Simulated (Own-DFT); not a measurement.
# Stretching a layer in its plane: diamond-structure SiGeSn with randomly placed atoms, 64 atoms (Ge40Si16Sn8)

Calculated, not measured: single-point runs of Own-DFT, a retired in-house plane-wave DFT program that no person has reviewed, on unrelaxed cells, without spin or spin-orbit coupling.

Common settings: PBE; PseudoDojo norm-conserving scalar-relativistic files; cutoff 49 hartree; 3 x 3 x 3 k mesh centred on Gamma; Fermi-Dirac smearing of 0.1 eV.

Keep in mind: forces on such cells moved up to 12 meV/angstrom on a denser k mesh; stress not checked against mesh or cutoff.

Unstrained cell vectors in Å: (11.410, 0.000, 0.000); (0.000, 11.410, 0.000); (0.000, 0.000, 11.410). The unstrained cell has measured lattice constants (interpolated for alloys), not those of this functional. That, the random moves and any unrelaxed bonds set the pressure at no strain. Each run strains x and y alike by e, as a substrate would, and holds the height along z. Each atom got a random Gaussian move of width 0.05 Å along each axis. The random placing of the alloy's atoms differs from row to row. Stress is positive in tension.

| e (%) | u (Å) | (s_xx + s_yy)/2 (GPa) | s_zz (GPa) |
|---|---|---|---|
| -3.00 | 0.049 | -10.80 | -8.76 |
| -2.75 | 0.048 | -10.60 | -8.84 |
| -2.00 | 0.051 | -8.99 | -7.68 |
| -1.50 | 0.051 | -7.73 | -6.82 |
| -1.00 | 0.048 | -6.83 | -5.90 |
| -0.25 | 0.051 | ? | ? |
| 0.25 | 0.050 | -4.15 | -4.42 |
| 0.75 | 0.052 | -3.46 | -3.87 |
| 1.50 | 0.044 | -2.08 | -2.99 |
| 2.75 | 0.049 | -0.12 | -1.76 |

## Analysis

With e as a fraction, the in-plane stress is -4.8 + 189 e - 621 e² GPa (errors 3 and 169, scatter 0.15), and s_zz is -4.8 + 125 e - 562 e² GPa (slope ± 3, scatter 0.18). At e = 0 the first slope is C11 + C12 and the second 2 C12, both with the ions held to the strained lattice and at the cell's own pressure. The term in e² is negative: the layer stiffens under compression and softens under tension. A free layer would change its height as e changes, and the in-plane slope would drop by 2 C12²/C11 to the biaxial modulus. At fixed height, a misfit of 1 % moves the in-plane stress by about 1.9 GPa and s_zz by 1.3 GPa.

## Check

The question: what are the two stresses at e = -0.25 %?

Estimate: -5.3 and -5.1 GPa. The run itself gave -5.40 and -5.25 GPa.
